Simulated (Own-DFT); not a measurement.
# Point defects and the pressure they add: zincblende GaP

Everything here is calculated. The program is Own-DFT (plane waves, in-house, since retired, never reviewed by a person); positions were held fixed, and spin and spin-orbit coupling were off.

Method: PBE; PseudoDojo norm-conserving scalar-relativistic files; cutoff 42 hartree; 2 x 3 x 3 k mesh centred on Gamma; Fermi-Dirac smearing of 0.1 eV.

Keep in mind (not all hold for every row): not probed for a lower state with spin; forces on such cells failed a check on a denser k mesh; forces on such cells moved up to 12 meV/angstrom on a denser k mesh; forces on such cells passed a denser k mesh, each cell not checked; stress not checked against mesh or cutoff.

All runs share one cell, with vectors in Å (16.352, 0.000, 0.000); (0.000, 10.901, 0.000); (0.000, 0.000, 10.901) and a volume of 1943.1 Å³. The atoms are randomly displaced, by u rms on each axis. The defect's site can differ from row to row.

| cell | formula | u (Å) | P (GPa) |
|---|---|---|---|
| no defect | Ga48P48 | 0.0204 | 2.72 |
| no defect | Ga48P48 | 0.0465 | 3.07 |
| no defect | Ga48P48 | 0.0515 | 3.17 |
| two P on a Ga site each | Ga46P50 | 0.0300 | 2.99 |
| two P on a Ga site each | Ga46P50 | 0.0302 | 2.92 |
| two P on a Ga site each | Ga46P50 | 0.0527 | 3.44 |
| two P vacancies | Ga48P46 | 0.0284 | 2.46 |
| two P vacancies | Ga48P46 | 0.0312 | 2.45 |
| two P vacancies | Ga48P46 | 0.0455 | 2.73 |
| one Ga on a P site and one P on a Ga site | Ga48P48 | 0.0288 | ? |
| one Ga on a P site and one P on a Ga site | Ga48P48 | 0.0314 | 2.94 |
| one Ga on a P site and one P on a Ga site | Ga48P48 | 0.0467 | 3.21 |
| one Ga on a P site and one P on a Ga site | Ga48P48 | 0.0503 | 3.40 |
| one Ga on a P site | Ga49P47 | 0.0318 | 3.17 |
| one Ga on a P site | Ga49P47 | 0.0469 | 3.52 |
| one Ga on a P site | Ga49P47 | 0.0517 | 3.62 |

## Worked fit

P = P0 + c u² + a shift for each defect gives P0 = 2.56 GPa, c = 242 ± 15 GPa/Å² and a scatter of 0.04 GPa. The shifts, and each times the cell's volume:

- one Ga on a P site: 0.40 ± 0.04 GPa, 4.8 eV
- two P on a Ga site each: 0.18 ± 0.04 GPa, 2.2 eV (1.1 eV for each of its 2 sites)
- one Ga on a P site and one P on a Ga site: 0.16 ± 0.04 GPa, 1.9 eV
- two P vacancies: -0.33 ± 0.04 GPa, -4.0 eV (-2.0 eV for each of its 2 sites)

A positive shift means that the defect pushes the cell outwards. Shift times volume (160.2 GPa Å³ is 1 eV) depends little on the cell's size, so, taken for each site, it can be compared between cells at like pressure. The atoms around the defects weren't relaxed, which would change these numbers.

## Test on the hidden row

Question: what pressure belongs in the blank (one Ga on a P site and one P on a Ga site, u = 0.0288 Å)?

The fitted form gives 2.92 ± 0.05 GPa. The run itself gave 2.98 GPa.
